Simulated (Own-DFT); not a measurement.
# Which defects push the lattice out? zincblende GaAs

Calculated, not measured: single-point runs of Own-DFT, a retired in-house plane-wave DFT program that no person has reviewed, on unrelaxed cells, without spin or spin-orbit coupling.

All runs used: PBE; PseudoDojo norm-conserving scalar-relativistic files; cutoff 42 hartree; 3 x 3 x 3 k mesh centred on Gamma; Fermi-Dirac smearing of 0.1 eV.

Caveats (not all hold for every row): not probed for a lower state with spin; forces on such cells failed a check on a denser k mesh; forces not confirmed at this smearing and k mesh; stress not checked against mesh or cutoff.

All runs share one cell, with vectors in Å (11.307, 0.000, 0.000); (0.000, 11.307, 0.000); (0.000, 0.000, 11.307) and a volume of 1445.4 Å³. u is the rms random offset of the atoms per axis. The defect's site can differ from row to row.

```
cell,formula,u (Å),P (GPa)
no defect,As32Ga32,0.0223,3.54
no defect,As32Ga32,0.0231,3.53
no defect,As32Ga32,0.0531,3.95
one P on an As site,As31Ga32P,0.0295,3.34
one P on an As site,As31Ga32P,0.0296,3.34
one P on an As site,As31Ga32P,0.0302,3.35
two Ga vacancies,As32Ga30,0.0283,3.08
two Ga vacancies,As32Ga30,0.0308,2.92
two Ga vacancies,As32Ga30,0.0326,2.99
two As vacancies,As30Ga32,0.0286,3.26
two As vacancies,As30Ga32,0.0288,3.19
two As vacancies,As30Ga32,0.0491,3.56
two As vacancies,As30Ga32,0.0514,?
two As on a Ga site each,As34Ga30,0.0290,4.78
two As on a Ga site each,As34Ga30,0.0291,4.79
two As on a Ga site each,As34Ga30,0.0300,4.76
```

## Working it out

P = P0 + c u² + a shift for each defect gives P0 = 3.44 GPa, c = 186 ± 22 GPa/Å² and a scatter of 0.05 GPa. The shifts, and each times the cell's volume:

- two As on a Ga site each: 1.18 ± 0.04 GPa, 10.6 eV (5.3 eV for each of its 2 sites)
- one P on an As site: -0.26 ± 0.04 GPa, -2.3 eV
- two As vacancies: -0.35 ± 0.04 GPa, -3.2 eV (-1.6 eV for each of its 2 sites)
- two Ga vacancies: -0.61 ± 0.04 GPa, -5.5 eV (-2.8 eV for each of its 2 sites)

Against the defect-free cell, a freed cell would be larger where the shift is positive and smaller where it is negative (160.2 GPa Å³ is 1 eV). The atoms around the defects weren't relaxed, which would change these numbers.

## Check

The question: what pressure belongs in the blank (two As vacancies, u = 0.0514 Å)?

Estimate: 3.57 ± 0.07 GPa. DFT gave 3.50 GPa.
